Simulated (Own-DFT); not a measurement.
# Which defects push the lattice out? C11b WSi2

No measurement is shown. These are fixed-geometry runs of a retired plane-wave code named Own-DFT, which no person has reviewed; spin and spin-orbit coupling are neglected.

Common settings: PBEsol; PseudoDojo norm-conserving scalar-relativistic files, made for PBE; cutoff 50 hartree; 5 x 5 x 5 k mesh centred on Gamma; cold (Marzari-Vanderbilt) smearing of 0.2 eV.

Limits: forces on such cells failed a check on a denser k mesh; stress not checked against mesh or cutoff.

All runs share one cell, with vectors in Å (-2.148, -5.953, 3.409); (-6.444, 2.976, 1.136); (-2.553, -2.948, -6.757) and a volume of 403.2 Å³. The atoms are randomly displaced, by u rms on each axis. The defect's site can differ from row to row.

```
              cell  formula   u (Å)  P (GPa)
         no defect  Si20W10  0.0202     0.30
         no defect  Si20W10  0.0459     1.41
         no defect  Si20W10  0.0506     1.76
one Si on a W site   Si21W9  0.0309     2.17
one Si on a W site   Si21W9  0.0311        ?
one Si on a W site   Si21W9  0.0514     3.77
one Si on a W site   Si21W9  0.0574     4.43
     one W vacancy   Si20W9  0.0282    -0.05
     one W vacancy   Si20W9  0.0325     0.02
     one W vacancy   Si20W9  0.0580     1.71
    one Si vacancy  Si19W10  0.0301    -0.49
    one Si vacancy  Si19W10  0.0327    -0.68
    one Si vacancy  Si19W10  0.0524     0.25
one W on a Si site  Si19W11  0.0303     5.68
one W on a Si site  Si19W11  0.0516     7.12
one W on a Si site  Si19W11  0.0553     6.94
```

## Worked fit

P = P0 + c u² + a shift for each defect gives P0 = -0.04 GPa, c = 708 ± 61 GPa/Å² and a scatter of 0.23 GPa. The shifts, and each times the cell's volume:

- one W on a Si site: 5.05 ± 0.19 GPa, 12.7 eV
- one Si on a W site: 1.87 ± 0.19 GPa, 4.7 eV
- one W vacancy: -0.63 ± 0.19 GPa, -1.6 eV
- one Si vacancy: -1.38 ± 0.19 GPa, -3.5 eV

A positive shift means that the defect pushes the cell outwards. Shift times volume (160.2 GPa Å³ is 1 eV) depends little on the cell's size, so, taken for each site, it can be compared between cells at like pressure. The atoms around the defects weren't relaxed, which would change these numbers.

## Prediction

Q: what pressure belongs in the blank (one Si on a W site, u = 0.0311 Å)?

The fitted form gives 2.51 ± 0.28 GPa. DFT gave 2.06 GPa.
